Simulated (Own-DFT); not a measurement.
# Which defects push the lattice out? wurtzite GaN

Source: density functional calculations with Own-DFT, an unreviewed in-house program that is no longer used. Nothing was measured or relaxed, and spin and spin-orbit coupling are left out.

Settings: PBE; PseudoDojo norm-conserving scalar-relativistic files; cutoff 42 hartree; 4 x 4 x 3 k mesh centred on Gamma; Fermi-Dirac smearing of 0.1 eV.

Keep in mind (not all hold for every row): not probed for a lower state with spin; forces not confirmed at this smearing and k mesh; stress not checked against mesh or cutoff.

All runs share one cell, with vectors in Å (9.567, 0.000, 0.000); (-4.784, 8.285, 0.000); (0.000, 0.000, 10.370) and a volume of 822.0 Å³. Atoms were moved at random from their sites; u is the rms move along one axis. The defect's site can differ from row to row.

```
cell,formula,u (Å),P (GPa)
no defect,Ga36N36,0.0187,5.86
no defect,Ga36N36,0.0189,5.90
no defect,Ga36N36,0.0507,7.64
one N on a Ga site,Ga35N37,0.0293,5.48
one N on a Ga site,Ga35N37,0.0516,6.76
one N on a Ga site,Ga35N37,0.0519,6.76
one Ga on an N site,Ga37N35,0.0297,11.93
one Ga on an N site,Ga37N35,0.0301,11.92
one Ga on an N site,Ga37N35,0.0460,12.61
one Ga on an N site,Ga37N35,0.0474,?
```

## Fit

P = P0 + c u² + a shift for each defect gives P0 = 5.67 GPa, c = 728 ± 37 GPa/Å² and a scatter of 0.09 GPa. The shifts, and each times the cell's volume:

- one Ga on an N site: 5.53 ± 0.08 GPa, 28.4 eV
- one N on a Ga site: -0.85 ± 0.08 GPa, -4.3 eV

A positive shift means that the defect pushes the cell outwards. Shift times volume (160.2 GPa Å³ is 1 eV) depends little on the cell's size, so, taken for each site, it can be compared between cells at like pressure. The atoms around the defects weren't relaxed, which would change these numbers.

## Prediction

Q: what pressure belongs in the blank (one Ga on an N site, u = 0.0474 Å)?

From the fit: 12.84 ± 0.11 GPa. The hidden result is 12.93 GPa.
